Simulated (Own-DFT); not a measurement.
# Energy and forces against displacement in beta-Si3N4, 42 atoms (N24Si18)

These are calculations, not measurements. The program, named Own-DFT, is a retired in-house plane-wave density functional code that no person has reviewed. Each row is one single-point run on a periodic cell that was not relaxed, without spin or spin-orbit coupling.

Settings of every run: PBE; PseudoDojo norm-conserving scalar-relativistic files; cutoff 42 hartree; 3 x 3 x 3 k mesh centred on Gamma; Fermi-Dirac smearing of 0.1 eV.

Known limits, some of them of some rows only: some atoms lie very close together; forces on such cells passed a denser k mesh, each cell not checked; stress not checked against mesh or cutoff.

Cell vectors in Å: (7.606, 0.000, 0.000); (-3.803, 6.587, 0.000); (0.000, 0.000, 8.727). In each run every atom was moved at random and independently from its ideal site; u is the rms move along one axis. E is the free energy for each atom above the fitted value at u = 0, and F the rms of the force components.

| run | u (Å) | E (meV/atom) | F (eV/Å) | largest force (eV/Å) | P (GPa) |
|---|---|---|---|---|---|
| 1 | 0.0191 | 17.7 | 0.811 | 2.52 | 5.60 |
| 2 | 0.0196 | 20.0 | 0.840 | 2.80 | 5.41 |
| 3 | 0.0207 | 19.3 | 0.843 | 3.50 | 5.52 |
| 4 | 0.0493 | 110.7 | 1.844 | 5.86 | 7.79 |
| 5 | 0.0513 | 110.5 | 1.953 | 6.44 | 8.06 |
| 6 | 0.0967 | ? | ? | ? | ? |
| 7 | 0.1066 | 592.1 | 6.660 | 39.08 | 20.80 |
| 8 | 0.1541 | 1151.7 | 7.603 | 31.42 | 36.70 |

## Worked fit

For small independent moves the energy grows as E = (3/2) K u², with K the mean stiffness felt by one atom. The runs with u up to 0.11 Å give K = 31.6 ± 1.7 eV/Å², with residuals divided by u² + 0.0006 Å², since the noise grows with the moves. The scatter is 10.5 meV/atom at u = 0.05 Å. The forces follow F = G u with G = 44.9 eV/Å²; no force at u = 0 is resolved. G exceeds K because the moves of its neighbours add to the force on an atom, and stiffness differs between atoms. At u = 0.154 Å the parabola gives 1126 meV/atom and the run 1152. The pressure follows P = 4.76 + 1399 u² GPa: at fixed volume, shortened bonds push harder than stretched ones pull.

## Withheld run

Question: what energy and rms force should run 6 give?

The fit gives 444 ± 42 meV/atom and about 4.34 eV/Å. The calculation gave 400.5 meV/atom and 3.951 eV/Å.
